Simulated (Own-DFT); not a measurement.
Simulation results for GaP (zincblende, strongly disordered by large displacements), InAs (zincblende, strongly disordered by large displacements)

All values are calculated (Own-DFT development build). A calculation, not a measurement: plane-wave PBE density functional theory by an unreviewed code, no spin, of a simulated periodic cell, stress positive in tension, free energy of the whole cell less one offset for each atom, forces on such cells passed a denser k mesh, this cell's mesh not checked; broken bonds can close the gap or carry spin, so checks made on this kind of crystal may not hold here; offsets are fitted by least squares, one for each functional and potential file, so energies compare only between cells with the same atoms and settings and are not formation energies; the far tail of each file's local potential was reset to the Coulomb form; each entry is a single point on an unrelaxed cell, so the pressure reflects the starting lattice, mostly measured values (interpolated for alloys), from which strain is counted, and rises with the displacements; printed positions are rounded, which can move forces by about a meV/angstrom; the program, named Own-DFT, is a retired in-house code; no spin-orbit coupling.

Common to all runs: functional PBE; potential files PseudoDojo norm-conserving, scalar-relativistic, standard set; wave cutoff 42 hartree; occupations Fermi-Dirac; smearing width 0.1 eV; k mesh 3 x 3 x 3 centred on Gamma.

(1) 
```xyz
64
Lattice="10.9010 0.0000 0.0000 0.0000 10.9010 0.0000 0.0000 0.0000 10.9010" Properties=species:S:1:pos:R:3:force_x:R:1:force_y:R:1:force_z:R:1 formula=GaP hardware=one_NVIDIA_H100 free_energy_of_cell_above_offsets=16.395 pressure=14.54 stress_xx=-14.11 stress_yy=-12.12 stress_zz=-17.39 stress_yz=-3.43 stress_xz=2.03 stress_xy=0.36 wall_time=554
Ga     0.1035    10.6123     0.1338      1.392      3.502     -0.878
Ga    10.6846     2.9005     2.7409      1.248     -0.804      0.375
Ga     2.8884    10.6655     2.7253     -0.197     -0.204     -1.204
Ga     2.6078     2.4355     0.0889      5.942      8.046     -7.394
P      1.6405     1.5065     1.3267     -7.889     -7.131       8.95
P      1.3204     4.1673     4.3024      1.078     -0.835     -3.099
P      4.3004     1.0333     3.9403     -3.351      5.333     -3.575
P      4.0963     4.1370     1.6864      4.789      -6.43     -7.436
Ga     0.2841    10.8322     5.3285     -2.366      0.522      0.679
Ga    10.7752     2.7627     8.4514      0.382      0.391     -1.986
Ga     2.6837     0.1693     8.2384      5.001      3.785      -10.1
Ga     2.8063     2.7564     5.4575      0.901      0.083     -0.048
P      1.1547     1.5674     6.5560      1.198     -0.147      2.309
P      1.5272     4.2842     9.4129     -1.275     -3.648      2.178
P      3.9703     1.4370     9.4462     -1.127      1.079      1.452
P      4.1451     4.3226     7.0333      1.777     -2.755     -1.526
Ga     0.1605     5.2484     0.0283     -5.222     -6.468      -5.09
Ga     0.1641     8.4443     2.5613     -1.107      -1.73     -0.446
Ga     3.1894     5.3527     2.8066     -6.211      4.615      4.946
Ga     2.7836     8.0041    10.7034     -5.608      4.664      8.581
P      0.9628     6.5430     1.0975      6.726      8.603      6.989
P      1.4894     9.3693     4.2198      0.462     -0.419     -1.882
P      4.1568     6.9051     4.1231      1.057     -1.509     -1.868
P      4.3828     9.3059     1.1444     -2.221      0.492      0.508
Ga     0.1090     5.6713     5.3268     -0.957     -3.962      0.525
Ga     0.0225     8.0379     8.2309      1.756     -1.477      1.111
Ga     2.5798     5.4679     7.9557      6.346     -2.342      6.187
Ga     3.1249     8.1798     5.4342     -6.156      -5.15     -2.984
P      1.4082     6.2661     6.7623      -4.16      8.858     -3.368
P      1.5788    10.2409     9.4395     -6.892     -8.473      6.711
P      3.6869     7.2600     9.2595      5.485     -5.986     -7.369
P      3.9901     9.4706     6.4896      3.744      6.019      7.917
Ga     5.1421     0.0059    10.5630       1.22     -0.839      2.285
Ga     5.7684     2.3677     2.5056     -8.339      7.822      6.319
Ga     7.9898     0.1223     2.7474      3.084     -5.694      3.158
Ga     8.3319     2.9304    10.6836     -2.583     -5.145     -3.479
P      6.9326     1.2862     1.6079      3.139     -2.183     -11.83
P      6.3081     3.8814     4.2986      2.155      0.187     -0.624
P      9.3625     1.2628     4.0987      2.498      -1.35     -0.577
P      9.2492     3.9202     1.1944      4.682      4.306      5.399
Ga     5.2110     0.0539     5.3767      4.317     -2.446      4.252
Ga     5.4475     2.3494     8.2716     -1.235      5.057      1.241
Ga     8.0792    10.7325     8.1598      8.086       4.48     -8.083
Ga     8.1622     2.7156     5.2075     -2.832      0.547      0.459
P      6.8085     1.6441     6.9996      3.386     -3.769     -4.595
P      6.8748     4.0985     9.5222     -2.893     -0.327     -0.067
P      9.5143     1.1443     9.4908       0.45      0.907      1.188
P      9.5431     3.7806     6.4550      1.219      2.938      3.005
Ga     5.4011     5.6932    10.6374     -0.288     -0.334      1.619
Ga     5.6462     8.0638     2.6895     -6.811       1.46      0.929
Ga     8.7232     5.5038     3.0036     -3.131     -1.186      -1.78
Ga     8.3136     7.9936    10.7151     -3.024      0.293      0.683
P      6.6854     6.9124     1.6002      6.402     -6.323     -6.643
P      6.4962     9.2970     3.9680      4.873      5.709      4.736
P      9.6644     6.8696     4.4042     -2.009      4.039      -2.43
P      9.4985     9.4181     0.9565     -0.951      0.351      4.152
Ga     5.5407     5.6875     5.5736     -2.568     -3.437     -1.825
Ga     5.5643     7.9865     8.2231      -1.08      3.217      1.151
Ga     7.8989     5.4169     8.0867       1.99      0.611     -1.965
Ga     8.2955     8.5670     5.4342     -3.325     -2.188     -3.123
P      6.6239     7.0399     6.6627      4.697       0.83      1.132
P      6.8151    10.1336     9.3320     -7.573     -7.516      7.346
P      9.5013     6.5418     9.6444      0.549     -0.736     -2.407
P      9.5201     9.1313     6.9681      1.351      4.194      1.208
```

Units: free_energy_of_cell_above_offsets in eV; pressure, stress_xx, stress_yy, stress_zz, stress_yz, stress_xz, stress_xy in GPa; wall_time in s; force_x, force_y, force_z in eV/Å.

(2) 
```xyz
64
Lattice="10.9010 0.0000 0.0000 0.0000 10.9010 0.0000 0.0000 0.0000 10.9010" Properties=species:S:1:pos:R:3:force_x:R:1:force_y:R:1:force_z:R:1 formula=GaP hardware=one_NVIDIA_H100 free_energy_of_cell_above_offsets=42.711 pressure=20.3 stress_xx=-22.17 stress_yy=-19.63 stress_zz=-19.09 stress_yz=2.83 stress_xz=5.97 stress_xy=5.76 wall_time=621.2
Ga    10.4967     0.0662    10.8311      4.796     -3.235      5.491
Ga     0.0552     2.7831     2.7610      0.077     -0.123      0.449
Ga     2.2799     0.1548     2.5834      4.021     -3.329      7.376
Ga     2.6213     3.1873     0.7931     -2.546     -1.733     -1.586
P      1.6252     0.9089     0.9916     -3.633      5.421     -7.313
P      2.2575     4.0257     4.3547     -5.095      4.932     -0.084
P      4.2786     1.7936     3.8862      2.713     -3.046     -2.312
P      4.3879     4.3040     1.0294      1.702      1.192       2.23
Ga     0.0755     0.4008     5.1294      0.265     -0.308       0.91
Ga    10.5728     3.0124     8.0011      0.858     -0.123      0.007
Ga     2.7728    10.3919     8.6289     -1.404      6.016      1.711
Ga     2.7252     2.3477     5.0633      1.942     -1.336       0.55
P      2.0782     1.1753     6.4045      -4.72     -4.912       6.52
P      1.0165     4.0010     9.8266      4.966     -4.952     -4.041
P      3.9756     1.5704     9.9764     -6.813      4.669     -2.134
P      4.1044     4.2234     7.5601      7.765     -4.062     -0.908
Ga    10.7724     5.3180    10.6644     -4.288      4.367      2.501
Ga    10.4993     7.8467     2.8966      3.894      3.858     -8.099
Ga     2.7002     5.4777     3.0608     -0.666      0.102     -5.509
Ga     2.7722     7.9307    10.0551      -0.43     -1.548      2.113
P      1.0850     6.1605     1.4481      0.358      1.933      0.886
P      1.2187     9.6684     3.9149     -0.341     -1.062      1.421
P      3.8208     7.0777     3.6305      0.503      1.398      4.687
P      3.7686     9.6584     1.5395      1.695     -0.591     -1.444
Ga     0.3569     5.4049     6.1110      1.102      0.268     -1.103
Ga    10.7405     8.3541     7.4774       4.18     -3.791      4.472
Ga     2.5152     5.2467     7.4197     -7.327       3.97      0.303
Ga     2.9446     8.3419     5.6836      5.699      4.322     -6.252
P      1.6417     7.5957     6.8402     -2.572     -5.934      4.516
P      1.4582     9.5137     9.6743      -7.85      -1.81      3.409
P      4.5748     6.8671    10.0049     -3.643      6.274     -2.299
P      4.1412    10.1588     7.3931      8.153     -2.895     -8.632
Ga     5.2404     0.2933    10.5775      5.819     -7.029      4.235
Ga     6.0525     2.9040     3.1230     -5.992     -1.336      -1.06
Ga     8.5428     0.1722     2.6330     -0.819      0.075          0
Ga     8.1745     2.5943    10.5968      1.131     -0.316      1.577
P      6.9811     2.0696     1.6093      3.047     -5.121     -5.188
P      6.9990     4.1493     4.2786      6.744      3.589      2.428
P      9.0289     1.6299     4.6551      8.939     -2.206     -6.477
P      9.3444     4.1763     1.4900      3.667     -2.891     -2.396
Ga     5.4223     0.1763     5.1960      0.308     -1.092      0.198
Ga     5.4047     2.2962     8.5084      0.477      1.967      -0.52
Ga     8.2133    10.8008     7.7703      1.785     -1.019      8.051
Ga     7.5174     2.0303     5.6794     -3.691      6.813     -2.606
P      6.9304     1.1562     7.2335     -9.653      2.507      3.841
P      6.9403     4.1097     9.5977      5.339     -5.709     -5.399
P      9.6852     1.1253     9.4851      -4.56      5.198     -6.632
P      9.1417     4.8317     6.5816      2.469     -5.542     -8.465
Ga     5.7853     5.4322    10.2655     -0.983      0.097      5.103
Ga     5.3012     8.1647     2.6680      2.427       2.95     -1.412
Ga     7.8310     5.3076     2.1718     -3.195      3.227      2.094
Ga     8.4173     7.9075     0.2168      3.461      2.255     -4.577
P      6.8287     7.2090     1.1552     -4.412     -3.874       2.84
P      7.1457     9.3913     3.9704     -4.089      3.652     -3.652
P     10.0429     7.0022     4.5048     -3.254     -4.452      7.415
P     10.0066     9.1830     1.0370     -0.545     -0.188      2.379
Ga     5.3239     4.7034     5.2676     -4.661      2.662      3.643
Ga     5.6736     8.1448     8.1178     -5.181      5.407      5.136
Ga     8.6013     5.4973     8.2395     -9.056      -2.84      3.319
Ga     8.1572     8.2684     5.2836      2.204      -3.65      3.978
P      6.8060     7.0433     7.0706      4.886     -5.356     -5.973
P      6.8275     9.5625     9.7019      0.319      0.713     -0.112
P      9.5794     6.7468     9.2170       5.28      7.527       6.77
P      9.2818     9.4333     7.0085      -1.57      0.045     -6.372
```

Units: free_energy_of_cell_above_offsets in eV; pressure, stress_xx, stress_yy, stress_zz, stress_yz, stress_xz, stress_xy in GPa; wall_time in s; force_x, force_y, force_z in eV/Å.

(3) 
```xyz
64
Lattice="12.1166 0.0000 0.0000 0.0000 12.1166 0.0000 0.0000 0.0000 12.1166" Properties=species:S:1:pos:R:3:force_x:R:1:force_y:R:1:force_z:R:1 formula=InAs free_energy_of_cell_above_offsets=-1.203 pressure=9.08 stress_xx=-9.25 stress_yy=-7.64 stress_zz=-10.36 stress_yz=0.24 stress_xz=3.46 stress_xy=2.13
In    12.0269     0.0106     0.0922     -0.807      1.046      1.256
In    12.1093     3.1836     3.0068     -0.057     -1.143      0.239
In     3.3825     0.1366     2.8750      0.119     -0.638       1.23
In     2.9108     2.7377     0.0857      1.064      1.772     -0.829
As     1.5501     1.2656     1.5533     -1.163      1.302      1.029
As     1.8465     4.4214     4.4304     -2.126      3.367     -3.974
As     4.5506     1.8576     4.7197     -0.584     -0.218     -0.907
As     4.4957     4.8752     1.3652       0.75     -2.915      0.065
In     0.2765    11.9291     6.1546     -6.929      5.694      8.472
In    12.1031     3.1183     9.4260      1.452      1.632     -2.407
In     2.8310     0.1801     9.1438      1.137      -0.94      1.429
In     2.7465     3.3167     6.1459      2.658     -2.748      4.132
As     1.4688     1.5376     7.5888     -0.594       1.72      0.434
As     1.6563     4.7725    10.5918     -0.244     -1.018      0.758
As     4.7857     1.4040    10.8432     -2.206      2.377     -2.257
As     4.8263     4.4276     7.6388     -1.701      1.357     -1.253
In    11.8834     6.0013    12.0449      3.049     -0.506      1.014
In    11.9917     9.2213     3.1428       1.59      -0.01      0.402
In     3.2694     6.4008     2.8419      2.444     -3.261      2.821
In     3.2360     9.1610    11.9830     -2.693     -0.917      -0.91
As     1.7988     7.6975     1.8552      -5.16      3.674     -3.617
As     1.3454    11.1307     4.6554      7.969     -6.712     -10.46
As     4.4039     7.5929     4.7558       2.45     -0.687     -1.978
As     4.5780    10.2655     1.5005      0.461      3.182     -0.101
In     0.1443     5.9603     5.7614      -0.12     -0.337      0.354
In    11.9449     8.4533     9.2335      6.155      6.902      -8.47
In     3.1398     6.1717     8.8931     -0.217     -1.109     -0.859
In     3.1258     8.8762     6.2057     -2.277      2.858      1.587
As     1.3231     7.5188     7.5649      1.468     -0.714     -1.193
As     1.2016    10.7669    10.7874      2.645     -2.682     -2.664
As     4.5370     7.2815    10.6473     -1.513       3.33     -1.418
As     4.4413    10.5614     7.7610     -0.057      0.758     -0.477
In     6.2325    12.0122    11.9459     -7.216      3.211      8.029
In     6.3475     2.8607     3.0959     -2.076       3.19      1.739
In     9.0439     0.0171     3.0679      1.725      2.178     -0.591
In     9.2281     2.9381    11.5402      -1.51      1.271      2.732
As     7.4222     1.4886     1.5873      2.503     -1.231     -2.795
As     7.4838     4.7783     4.7271      3.717     -4.973     -3.039
As    10.6056     1.5744     4.7862      0.237     -0.451     -1.107
As    10.5807     4.6906     1.4857     -1.463     -1.578      0.761
In     5.8470     0.1026     5.9727      0.985     -0.881      1.089
In     6.4158     3.0998     8.9751     -2.727      1.955      3.464
In     9.2468    11.9913     9.1875      1.138     -0.819     -2.436
In     9.1539     3.0963     6.2593     -3.128     -2.599     -1.904
As     7.6971     1.5593     7.9805      2.178     -3.262      -3.75
As     7.7593     4.9234    10.5306     -5.407     -7.003      7.821
As    10.7603     1.4092    10.4524      0.304     -1.211      0.714
As    10.5492     4.5264     7.3283      2.952      2.936      3.449
In     6.0630     6.0447    11.8740      1.734      -0.42       3.44
In     6.0596     9.2086     3.0524      0.444     -1.491      1.365
In     9.0689     6.1281     3.2873     -0.203     -0.516     -1.596
In     9.1668     9.1699     0.1983     -0.685     -0.124     -0.959
As     7.6285     7.6674     1.6922     -0.359     -0.907     -1.067
As     7.5629    10.7724     4.3284     -1.145     -1.404      3.245
As    10.5792     7.5639     4.5954      0.679      0.864      0.568
As    10.5945    10.6951     1.5881     -0.088      0.215      0.447
In     6.1554     6.1145     5.8382      -3.45      3.339      4.364
In     5.9560     9.1174     9.2842      0.435       0.42      0.383
In     8.8501     5.8396     9.0895      7.705      5.795     -8.961
In     9.0048     8.9846     6.1915      0.496      1.281     -0.588
As     7.5647     7.6896     7.8176     -0.626      -0.46      -0.59
As     7.6721    11.1183    10.8090      7.085     -7.772     -5.284
As    10.8662     7.6702    10.7336     -9.136     -3.472      8.128
As    10.9747    10.3784     7.5073     -2.058     -0.498      1.476
```

Units: free_energy_of_cell_above_offsets in eV; pressure, stress_xx, stress_yy, stress_zz, stress_yz, stress_xz, stress_xy in GPa; force_x, force_y, force_z in eV/Å.

(4) 
```xyz
64
Lattice="12.1166 0.0000 0.0000 0.0000 12.1166 0.0000 0.0000 0.0000 12.1166" Properties=species:S:1:pos:R:3:force_x:R:1:force_y:R:1:force_z:R:1 formula=InAs hardware=one_NVIDIA_H200 free_energy_of_cell_above_offsets=-1.885 pressure=8.85 stress_xx=-9.15 stress_yy=-8.98 stress_zz=-8.42 stress_yz=-1.59 stress_xz=-2.01 stress_xy=0.26 wall_time=1172
In     0.0198    11.7432     0.3038       0.84      2.798     -0.515
In    12.0987     3.2327     3.1578     -1.502      -1.16      -0.73
In     3.1474    12.0150     3.2314     -1.737     -1.651     -4.159
In     2.9311     3.1106    11.8991       4.06     -3.633       4.61
As     1.4173     1.7246     1.7218      0.971     -1.246     -1.342
As     1.3842     4.3605     4.7927      1.209      1.892     -0.689
As     4.1961     1.4296     4.4064      4.852      2.931      2.932
As     5.0019     4.5839     1.4441     -2.692      -0.65      0.223
In     0.2622    11.9016     5.9935     -3.634      2.716      4.309
In     0.1203     2.8108     9.2624     -2.299     -0.192     -1.023
In     3.3820    11.8996     8.9930     -3.781       4.18      2.637
In     3.0231     2.8738     5.9943     -0.612      0.299      2.266
As     1.4306     1.3031     7.7328      1.564     -0.345     -0.807
As     1.6402     4.2248    10.5146     -2.514      5.876     -2.767
As     4.5756     1.2586    10.6069      1.289      1.668      0.601
As     4.6244     4.4056     7.5970     -2.049       1.76     -1.705
In    12.1160     6.3257    11.8909      3.387     -3.388      2.318
In     0.0191     9.3884     2.9377      1.137     -3.223      1.531
In     3.0489     6.0206     2.9590      0.859     -1.549      1.051
In     2.8888     9.1890    11.8496     -0.058     -0.722      2.498
As     1.6784     7.4958     1.4580     -1.356      1.472     -0.383
As     1.3501    10.9854     4.3197      2.148     -4.329     -1.892
As     4.6890     7.3062     4.7256     -2.438       2.32     -1.656
As     4.2589    10.8707     1.3811       0.71     -2.435      0.051
In     0.0589     6.0577     6.1734     -0.268     -0.811     -0.926
In    11.6778     8.8007     8.8848      1.236      0.125      0.499
In     3.1670     6.3117     9.1230       0.08     -1.332      0.212
In     3.1892     9.0941     6.3070     -0.852     -0.778     -2.845
As     1.6020     7.4800     7.3903      0.009      1.045       2.09
As     1.7438    10.9191    10.7660     -2.171      0.382     -2.024
As     4.6131     7.6756    11.0487     -2.699      1.513     -2.997
As     4.5003    10.5258     7.6943      4.481     -2.655     -2.251
In     6.2010    12.0595     0.4161     -0.747     -0.748     -2.581
In     5.9620     2.7694     2.9544       0.49      0.513      0.746
In     8.9384    12.1115     2.6107      1.877     -1.668      3.608
In     9.3841     3.0734    11.9601     -6.365       1.79      0.118
As     7.6870     1.5252     1.4611     -0.861      3.504     -1.348
As     7.6464     4.7985     4.2109     -3.829     -4.795      4.304
As    10.7447     1.1865     4.2609     -0.911      0.735      0.797
As    10.5346     4.2744     1.2783      3.366      4.807      4.219
In     6.1082    11.9729     6.0714     -4.123     -3.597     -4.033
In     6.1451     3.1286     8.8625      0.298     -3.494      0.834
In     9.0151     0.0990     9.2498      0.729      0.427     -2.508
In     8.8284     2.9786     6.1066      1.736      0.907     -1.581
As     7.5110     1.1252     7.1603       3.58      3.917      4.646
As     7.6071     4.3195    10.3998      0.671      1.705      1.593
As    10.3209     1.5252    10.7817      4.789     -5.014     -3.338
As    10.7598     4.5314     7.4943      -1.64     -1.131      1.927
In     6.0101     6.2008    11.9848      4.302     -3.502      1.362
In     6.2092     8.5862     2.9615     -2.055      1.697      1.009
In     9.0073     5.9215     2.9025      5.387      1.886     -2.338
In     9.3357     9.0649    12.0818      -2.64      0.717     -0.378
As     7.7510     7.4626     1.5005      0.329      0.524     -2.836
As     7.5840    10.3674     4.2811     -0.998      1.428     -0.298
As    10.7113     7.5682     4.8207      0.318     -0.114      -2.73
As    10.4949    10.4408     1.5714     -0.961      0.565     -0.241
In     6.1290     5.9298     5.9941      1.544     -1.368      1.971
In     5.9987     9.0479     9.4803     -0.249     -0.507     -1.989
In     9.0616     6.2944     9.3346     -3.085     -4.115     -4.849
In     8.9756     9.0013     5.8046      -0.13      0.237      2.411
As     7.4138     7.5157     7.7992      0.099      0.599     -1.103
As     7.6466    10.5900    10.3643     -0.045     -0.373      3.295
As    10.3406     7.2795    10.8241      1.973      3.402      0.499
As    10.5929    10.6404     7.5124     -1.021      0.189     -0.302
```

Units: free_energy_of_cell_above_offsets in eV; pressure, stress_xx, stress_yy, stress_zz, stress_yz, stress_xz, stress_xy in GPa; wall_time in s; force_x, force_y, force_z in eV/Å.
